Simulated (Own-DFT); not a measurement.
# Computed records: TiSi2 (C49 TiSi2 crystal, atoms displaced)

A calculation, not a measurement: plane-wave density functional theory by an unreviewed code, no spin, of a simulated periodic cell, stress positive in tension, run twice, with PBE and with PBEsol, both on files made for PBE, so the change isn't that of files made for PBEsol, forces on such cells moved up to 12 meV/angstrom on a denser k mesh; the far tail of each file's local potential was reset to the Coulomb form; each entry is a single point on an unrelaxed cell, so the pressure reflects the starting lattice, taken from the Materials Project, from which strain is counted, and rises with the displacements; printed positions are rounded, which can move forces by about a meV/angstrom; the program, named Own-DFT, is a retired in-house code; no spin-orbit coupling; stress was not checked against mesh or cutoff. Program: Own-DFT development build.

Common to all runs: functional PBE, then PBEsol; potential files PseudoDojo norm-conserving, scalar-relativistic, standard set; wave cutoff 42 hartree; occupations cold (Marzari-Vanderbilt); smearing width 0.2 eV; k mesh 4 x 4 x 4 centred on Gamma.

(1) 
```cif
# cell vector a (Å): 5.2953 -6.7593 3.5652
# cell vector b (Å): 7.0604 0.0000 -7.1303
# cell vector c (Å): 5.2953 6.7593 3.5652
data_TiSi2
_symmetry_space_group_name_H-M 'P 1'
_symmetry_Int_Tables_number 1
_cell_length_a 9.2973
_cell_length_b 10.0345
_cell_length_c 9.2973
_cell_angle_alpha 82.631
_cell_angle_beta 93.274
_cell_angle_gamma 82.631
_cell_volume 850.71
loop_
_atom_site_label
_atom_site_type_symbol
_atom_site_fract_x
_atom_site_fract_y
_atom_site_fract_z
_atom_site_occupancy
Ti1 Ti 0.94411 0.92614 0.14873 1
Ti2 Ti 0.84985 0.87448 0.64529 1
Si1 Si 0.60713 0.92434 0.48850 1
Si2 Si 0.18668 0.87857 0.30880 1
Si3 Si 0.90196 0.02353 0.40178 1
Si4 Si 0.90220 0.77277 0.39918 1
Ti3 Ti 0.94479 0.42132 0.15432 1
Ti4 Ti 0.85700 0.37110 0.64741 1
Si5 Si 0.60840 0.42531 0.48790 1
Si6 Si 0.19035 0.37831 0.30491 1
Si7 Si 0.89858 0.52384 0.39751 1
Si8 Si 0.89839 0.27737 0.40020 1
Ti5 Ti 0.75024 0.72632 0.94988 1
Ti6 Ti 0.65506 0.67352 0.44962 1
Si9 Si 0.40837 0.72927 0.29395 1
Si10 Si 0.99249 0.67295 0.11069 1
Si11 Si 0.70110 0.82503 0.20219 1
Si12 Si 0.69896 0.57457 0.19666 1
Ti7 Ti 0.55273 0.02736 0.75244 1
Ti8 Ti 0.45360 0.97894 0.24352 1
Si13 Si 0.20603 0.02781 0.09158 1
Si14 Si 0.78960 0.97377 0.90558 1
Si15 Si 0.49883 0.12644 0.00211 1
Si16 Si 0.50439 0.87244 0.99846 1
Ti9 Ti 0.74721 0.22484 0.95504 1
Ti10 Ti 0.65753 0.17618 0.44989 1
Si17 Si 0.41169 0.22789 0.29268 1
Si18 Si 0.99017 0.17422 0.10792 1
Si19 Si 0.69871 0.32098 0.19921 1
Si20 Si 0.70226 0.07518 0.20107 1
Ti11 Ti 0.54748 0.52156 0.75813 1
Ti12 Ti 0.45540 0.47485 0.24785 1
Si21 Si 0.21107 0.52491 0.09406 1
Si22 Si 0.79373 0.47576 0.90753 1
Si23 Si 0.49704 0.62507 0.99775 1
Si24 Si 0.50300 0.37603 0.00043 1
Ti13 Ti 0.35084 0.82615 0.55435 1
Ti14 Ti 0.25090 0.77820 0.04403 1
Si25 Si 0.01136 0.82582 0.89170 1
Si26 Si 0.59147 0.77542 0.70812 1
Si27 Si 0.30267 0.92625 0.79537 1
Si28 Si 0.30057 0.67715 0.79886 1
Ti15 Ti 0.34444 0.32485 0.55155 1
Ti16 Ti 0.25532 0.27473 0.04558 1
Si29 Si 0.00820 0.32658 0.89427 1
Si30 Si 0.59147 0.27611 0.70509 1
Si31 Si 0.30289 0.42486 0.80236 1
Si32 Si 0.29867 0.17733 0.80444 1
Ti17 Ti 0.14406 0.62806 0.35415 1
Ti18 Ti 0.05609 0.57394 0.84724 1
Si33 Si 0.81073 0.62555 0.69004 1
Si34 Si 0.39315 0.57313 0.50655 1
Si35 Si 0.10160 0.72399 0.59970 1
Si36 Si 0.09976 0.47277 0.59865 1
Ti19 Ti 0.14867 0.12683 0.35495 1
Ti20 Ti 0.05591 0.07452 0.84179 1
Si37 Si 0.80478 0.12558 0.69366 1
Si38 Si 0.39161 0.07688 0.50889 1
Si39 Si 0.09551 0.22530 0.59922 1
Si40 Si 0.09840 0.97654 0.59768 1
_calc_PBE_pressure 2.05  # GPa
_calc_PBE_stress_xx -1.85  # GPa
_calc_PBE_stress_yy -2.1  # GPa
_calc_PBE_stress_zz -2.19  # GPa
_calc_PBE_stress_yz -0.01  # GPa
_calc_PBE_stress_xz -0.08  # GPa
_calc_PBE_stress_xy 0.05  # GPa
_calc_PBEsol_pressure -1.28  # GPa
_calc_PBEsol_stress_xx 1.58  # GPa
_calc_PBEsol_stress_yy 1.46  # GPa
_calc_PBEsol_stress_zz 0.79  # GPa
_calc_PBEsol_stress_yz -0.01  # GPa
_calc_PBEsol_stress_xz -0.08  # GPa
_calc_PBEsol_stress_xy 0.05  # GPa
_calc_rms_change_of_force_components_from_PBE_to_PBEsol 0.018  # eV/angstrom
```

Force:
```csv
force element,PBE force x (eV/Å),PBE force y (eV/Å),PBE force z (eV/Å),PBEsol force x (eV/Å),PBEsol force y (eV/Å),PBEsol force z (eV/Å)
Ti,0.266,0.076,0.342,0.265,0.06,0.342
Ti,0.392,-0.327,0.141,0.39,-0.307,0.138
Si,0.278,-0.077,-0.053,0.275,-0.125,-0.049
Si,0.099,-0.062,0.312,0.096,-0.011,0.311
Si,-0.126,-0.015,-0.228,-0.125,-0.011,-0.234
Si,0.066,0.18,-0.2,0.067,0.177,-0.195
Ti,0.301,-0.329,-0.297,0.298,-0.342,-0.294
Ti,0.09,0.455,-0.652,0.086,0.462,-0.647
Si,0.339,-0.124,0.322,0.332,-0.181,0.322
Si,0.07,0.312,0.543,0.068,0.369,0.551
Si,0.186,0.113,0.023,0.189,0.112,0.021
Si,-0.177,-0.189,0.245,-0.182,-0.186,0.246
Ti,-0.121,0.433,0.242,-0.12,0.416,0.236
Ti,-0.293,-0.15,-0.296,-0.29,-0.135,-0.297
Si,-0.296,-0.142,-0.044,-0.289,-0.192,-0.046
Si,-0.128,-0.026,-0.321,-0.126,0.023,-0.325
Si,-0.186,-0.053,-0.062,-0.182,-0.053,-0.065
Si,0.116,0.012,0.033,0.111,0.011,0.037
Ti,-0.639,0.508,-0.201,-0.632,0.481,-0.195
Ti,-0.103,0.29,0.273,-0.1,0.302,0.272
Si,-0.071,-0.304,0.24,-0.07,-0.362,0.242
Si,0.425,0.101,0.216,0.416,0.154,0.22
Si,-0.108,-0.306,0.138,-0.106,-0.298,0.142
Si,0.118,0.164,-0.332,0.121,0.161,-0.337
Ti,-0.229,-0.257,-0.153,-0.224,-0.268,-0.153
Ti,-0.669,0.072,-0.134,-0.661,0.088,-0.136
Si,-0.229,0.001,0.038,-0.225,-0.047,0.036
Si,0.123,0.196,0.061,0.122,0.255,0.057
Si,0.397,0.051,-0.12,0.404,0.05,-0.121
Si,-0.171,0.019,0.04,-0.177,0.016,0.042
Ti,-0.01,-0.59,-0.567,-0.009,-0.595,-0.564
Ti,-0.008,0.065,-0.4,-0.01,0.08,-0.394
Si,-0.09,-0.375,-0.416,-0.089,-0.435,-0.42
Si,-0.056,0.23,-0.051,-0.056,0.286,-0.053
Si,0.282,0.03,0.101,0.277,0.03,0.104
Si,-0.153,0.116,0.065,-0.154,0.11,0.062
Ti,-0.555,0.057,-0.276,-0.551,0.042,-0.275
Ti,0.318,-0.088,0.448,0.311,-0.074,0.445
Si,-0.368,-0.009,-0.135,-0.362,-0.055,-0.133
Si,0.021,0.035,0.176,0.023,0.08,0.175
Si,0.235,0.215,0.007,0.234,0.214,0.004
Si,-0.118,-0.011,0.087,-0.12,-0.012,0.088
Ti,0.261,-0.079,0.074,0.26,-0.1,0.073
Ti,0.232,0.459,-0.069,0.23,0.466,-0.068
Si,-0.207,-0.361,0.229,-0.204,-0.416,0.229
Si,0.17,0.36,-0.011,0.167,0.411,-0.011
Si,-0.217,0.008,-0.243,-0.213,0.009,-0.247
Si,-0.311,-0.535,0.001,-0.317,-0.525,-0.003
Ti,-0.029,-0.453,0.346,-0.032,-0.462,0.344
Ti,0.046,0.15,-0.171,0.045,0.166,-0.171
Si,-0.09,-0.051,0.221,-0.087,-0.1,0.216
Si,0.216,0.344,-0.145,0.212,0.396,-0.144
Si,0.047,0.14,-0.051,0.044,0.138,-0.05
Si,0.262,-0.001,-0.041,0.263,-0.002,-0.039
Ti,-0.308,-0.126,-0.273,-0.307,-0.139,-0.271
Ti,0.209,0.674,-0.058,0.209,0.683,-0.057
Si,0.141,-0.481,0.306,0.136,-0.535,0.302
Si,0.05,0.053,0.153,0.05,0.106,0.151
Si,0.235,-0.31,0.265,0.237,-0.303,0.27
Si,0.074,-0.086,0.314,0.081,-0.085,0.316
```

(2) 
```cif
# cell vector a (Å): 5.2953 -6.7593 3.5652
# cell vector b (Å): 7.0604 0.0000 -7.1303
# cell vector c (Å): 5.2953 6.7593 3.5652
data_TiSi2
_symmetry_space_group_name_H-M 'P 1'
_symmetry_Int_Tables_number 1
_cell_length_a 9.2973
_cell_length_b 10.0345
_cell_length_c 9.2973
_cell_angle_alpha 82.631
_cell_angle_beta 93.274
_cell_angle_gamma 82.631
_cell_volume 850.71
loop_
_atom_site_label
_atom_site_type_symbol
_atom_site_fract_x
_atom_site_fract_y
_atom_site_fract_z
_atom_site_occupancy
Ti1 Ti 0.94740 0.92233 0.15602 1
Ti2 Ti 0.85813 0.87548 0.64490 1
Si1 Si 0.60809 0.92843 0.49162 1
Si2 Si 0.19617 0.87316 0.30993 1
Si3 Si 0.89648 0.02281 0.40243 1
Si4 Si 0.90203 0.77498 0.39897 1
Ti3 Ti 0.94717 0.42336 0.15708 1
Ti4 Ti 0.84988 0.37365 0.64912 1
Si5 Si 0.60722 0.42675 0.49089 1
Si6 Si 0.19066 0.37609 0.31103 1
Si7 Si 0.89997 0.52810 0.40233 1
Si8 Si 0.90173 0.27289 0.39660 1
Ti5 Ti 0.74738 0.72685 0.95271 1
Ti6 Ti 0.65036 0.67130 0.44634 1
Si9 Si 0.40581 0.72463 0.28941 1
Si10 Si 0.98991 0.67596 0.10402 1
Si11 Si 0.69540 0.83059 0.19951 1
Si12 Si 0.70254 0.57425 0.20126 1
Ti7 Ti 0.54607 0.02750 0.75032 1
Ti8 Ti 0.45185 0.97340 0.24656 1
Si13 Si 0.21045 0.02663 0.09455 1
Si14 Si 0.79191 0.97407 0.90984 1
Si15 Si 0.49736 0.12490 0.00129 1
Si16 Si 0.50021 0.87609 0.00453 1
Ti9 Ti 0.74803 0.22710 0.95215 1
Ti10 Ti 0.65359 0.17279 0.44583 1
Si17 Si 0.41087 0.22470 0.29228 1
Si18 Si 0.99222 0.17820 0.10914 1
Si19 Si 0.69713 0.32731 0.19796 1
Si20 Si 0.70146 0.07384 0.19842 1
Ti11 Ti 0.54413 0.52599 0.75253 1
Ti12 Ti 0.45398 0.47498 0.24958 1
Si21 Si 0.20554 0.51888 0.09023 1
Si22 Si 0.79162 0.47501 0.91119 1
Si23 Si 0.50286 0.62451 0.00210 1
Si24 Si 0.50263 0.37777 0.99755 1
Ti13 Ti 0.34366 0.82395 0.55167 1
Ti14 Ti 0.25032 0.77757 0.04820 1
Si25 Si 0.00788 0.82716 0.88849 1
Si26 Si 0.59479 0.77565 0.70634 1
Si27 Si 0.29925 0.92425 0.80047 1
Si28 Si 0.29767 0.67429 0.79978 1
Ti15 Ti 0.34731 0.32387 0.55298 1
Ti16 Ti 0.25361 0.27302 0.04587 1
Si29 Si 0.00880 0.32665 0.89287 1
Si30 Si 0.59401 0.27191 0.71251 1
Si31 Si 0.30359 0.42287 0.80072 1
Si32 Si 0.30303 0.17463 0.80044 1
Ti17 Ti 0.15068 0.62061 0.35101 1
Ti18 Ti 0.05446 0.57329 0.84981 1
Si33 Si 0.81373 0.62736 0.69531 1
Si34 Si 0.39355 0.57537 0.50723 1
Si35 Si 0.09856 0.72849 0.59734 1
Si36 Si 0.10196 0.47273 0.60120 1
Ti19 Ti 0.14579 0.12582 0.34764 1
Ti20 Ti 0.05366 0.07489 0.84792 1
Si37 Si 0.81082 0.12612 0.69086 1
Si38 Si 0.39078 0.07401 0.50559 1
Si39 Si 0.09639 0.22985 0.59751 1
Si40 Si 0.09935 0.97450 0.60131 1
_calc_PBE_pressure 1.97  # GPa
_calc_PBE_stress_xx -1.94  # GPa
_calc_PBE_stress_yy -1.67  # GPa
_calc_PBE_stress_zz -2.32  # GPa
_calc_PBE_stress_yz 0.16  # GPa
_calc_PBE_stress_xz -0.04  # GPa
_calc_PBE_stress_xy 0.01  # GPa
_calc_PBEsol_pressure -1.35  # GPa
_calc_PBEsol_stress_xx 1.48  # GPa
_calc_PBEsol_stress_yy 1.9  # GPa
_calc_PBEsol_stress_zz 0.67  # GPa
_calc_PBEsol_stress_yz 0.15  # GPa
_calc_PBEsol_stress_xz -0.04  # GPa
_calc_PBEsol_stress_xy 0.01  # GPa
_calc_rms_change_of_force_components_from_PBE_to_PBEsol 0.018  # eV/angstrom
```

Force:
```csv
force element,PBE force x (eV/Å),PBE force y (eV/Å),PBE force z (eV/Å),PBEsol force x (eV/Å),PBEsol force y (eV/Å),PBEsol force z (eV/Å)
Ti,0.158,-0.247,-0.381,0.154,-0.257,-0.381
Ti,-0.241,0.678,-0.23,-0.238,0.682,-0.228
Si,-0.378,-0.249,0.516,-0.37,-0.303,0.509
Si,-0.363,0.452,-0.536,-0.358,0.503,-0.539
Si,0.196,-0.421,-0.162,0.195,-0.412,-0.158
Si,-0.24,0.044,0.008,-0.239,0.041,-0.001
Ti,-0.01,-0.257,-0.396,-0.012,-0.273,-0.391
Ti,0.343,-0.436,-0.237,0.341,-0.418,-0.23
Si,-0.126,-0.072,0.705,-0.125,-0.122,0.706
Si,-0.256,-0.057,0.38,-0.252,-0.006,0.381
Si,-0.254,0.008,0.251,-0.261,0.009,0.257
Si,0.05,0.352,-0.124,0.047,0.343,-0.132
Ti,-0.149,0.199,0.015,-0.146,0.181,0.016
Ti,0.831,-0.171,-0.3,0.819,-0.153,-0.295
Si,0.14,-0.359,0.331,0.136,-0.411,0.335
Si,0.205,0.128,0.469,0.203,0.176,0.467
Si,-0.108,-0.146,0.72,-0.109,-0.143,0.729
Si,0.085,0.065,-0.177,0.09,0.065,-0.179
Ti,-0.034,0.162,0.528,-0.032,0.145,0.521
Ti,0.401,0.042,-0.047,0.394,0.053,-0.048
Si,-0.462,-0.051,-0.149,-0.454,-0.099,-0.149
Si,0.085,0.095,-0.353,0.084,0.146,-0.353
Si,0.178,-0.262,-0.01,0.182,-0.255,-0.013
Si,-0.485,-0.304,-0.207,-0.49,-0.298,-0.209
Ti,-0.104,0.226,0.344,-0.102,0.208,0.337
Ti,0.408,0.089,-0.285,0.402,0.105,-0.28
Si,-0.196,-0.074,-0.308,-0.194,-0.124,-0.311
Si,-0.469,0.121,0.274,-0.461,0.172,0.275
Si,0.075,0.036,0.345,0.075,0.037,0.35
Si,0.22,0.034,-0.219,0.227,0.032,-0.224
Ti,0.313,-0.288,0.24,0.308,-0.297,0.242
Ti,-0.377,-0.235,-0.212,-0.368,-0.218,-0.209
Si,0.692,-0.165,-0.258,0.68,-0.212,-0.257
Si,0.005,0.07,-0.264,0.003,0.12,-0.262
Si,-0.1,0.155,-0.356,-0.1,0.151,-0.36
Si,-0.175,0.265,0.163,-0.18,0.258,0.164
Ti,0.557,-0.167,0.264,0.55,-0.182,0.261
Ti,-0.318,-0.279,0.285,-0.311,-0.259,0.281
Si,0.098,-0.151,0.356,0.096,-0.204,0.355
Si,-0.098,0.283,-0.109,-0.099,0.338,-0.106
Si,0.094,-0.043,0.014,0.096,-0.041,0.015
Si,0.17,-0.078,0.074,0.167,-0.079,0.077
Ti,0.148,-0.036,0.031,0.146,-0.049,0.026
Ti,0.301,0,-0.033,0.294,0.016,-0.034
Si,-0.224,-0.225,0.089,-0.221,-0.278,0.088
Si,-0.124,-0.016,-0.745,-0.121,0.032,-0.744
Si,-0.106,0.182,-0.231,-0.105,0.18,-0.232
Si,-0.322,0.086,-0.165,-0.327,0.084,-0.168
Ti,0.209,0.507,-0.555,0.209,0.488,-0.552
Ti,-0.081,-0.236,-0.31,-0.079,-0.214,-0.31
Si,-0.594,-0.085,-0.052,-0.582,-0.136,-0.048
Si,-0.159,0.394,-0.006,-0.157,0.443,-0.009
Si,-0.131,-0.021,0.495,-0.129,-0.02,0.497
Si,0.191,0.054,-0.253,0.2,0.05,-0.256
Ti,0.427,0.437,0.426,0.422,0.414,0.42
Ti,0.16,-0.053,-0.119,0.155,-0.037,-0.117
Si,-0.178,-0.046,0.23,-0.175,-0.097,0.23
Si,0.044,0.378,-0.079,0.043,0.431,-0.079
Si,-0.132,-0.024,0.547,-0.131,-0.022,0.557
Si,0.211,-0.288,-0.227,0.21,-0.283,-0.229
```
